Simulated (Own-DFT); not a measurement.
# A layer strained by its substrate: wurtzite AlGaN with randomly placed atoms, 72 atoms (Al9Ga27N36)

The numbers are computed, not measured, by runs of the plane-wave DFT program Own-DFT (in-house, retired, unreviewed) at fixed positions, with no spin and no spin-orbit coupling.

Common settings: PBE; PseudoDojo norm-conserving scalar-relativistic files (stringent for Ga); cutoff 96 hartree; 4 x 4 x 3 k mesh centred on Gamma; Gaussian smearing of 0.01 eV.

Limits: forces on such cells passed a denser k mesh, each cell not checked; stress not checked against mesh or cutoff.

Unstrained cell vectors in Å: (9.509, 0.000, 0.000); (-4.755, 8.235, 0.000); (0.000, 0.000, 10.268). The unstrained cell has measured lattice constants (interpolated for alloys), not those of this functional. That, the random moves and any unrelaxed bonds set the pressure at no strain. Each run strains x and y alike by e, as a substrate would, and holds the height along z. Each atom got a random Gaussian move of width 0.05 Å along each axis. The random placing of the alloy's atoms differs from row to row. Stress is positive in tension.

```
e (%)  u (Å)  (s_xx + s_yy)/2 (GPa)  s_zz (GPa)
-0.75  0.055                 -12.01       -9.03
-0.50  0.050                  -9.66       -8.74
 0.25  0.051                  -5.43       -7.68
 0.75  0.049                  -3.20       -6.18
 1.00  0.048                      ?           ?
 1.75  0.047                   1.94       -3.74
 2.25  0.049                   4.56       -4.94
 2.50  0.051                   4.61       -4.01
 2.75  0.051                   5.75       -3.01
 3.00  0.052                   7.01       -4.48
```

## Worked fit

With e as a fraction, the in-plane stress is -7.0 + 586 e - 4154 e² GPa (errors 26 and 1068, scatter 0.39), and s_zz is -7.7 + 148 e GPa (slope ± 20, scatter 0.80). At e = 0 the first slope is C11 + C12 and the second 2 C13, both with the ions held to the strained lattice and at the cell's own pressure. The term in e² is negative: the layer stiffens under compression and softens under tension. A free layer would change its height as e changes, and the in-plane slope would drop by 2 C13²/C33 to the biaxial modulus. At fixed height, a misfit of 1 % moves the in-plane stress by about 5.9 GPa and s_zz by 1.5 GPa.

## Withheld run

Q: what are the two stresses at e = 1.00 %?

From the fit: -1.6 and -6.3 GPa. The hidden result is -1.31 and -5.46 GPa.
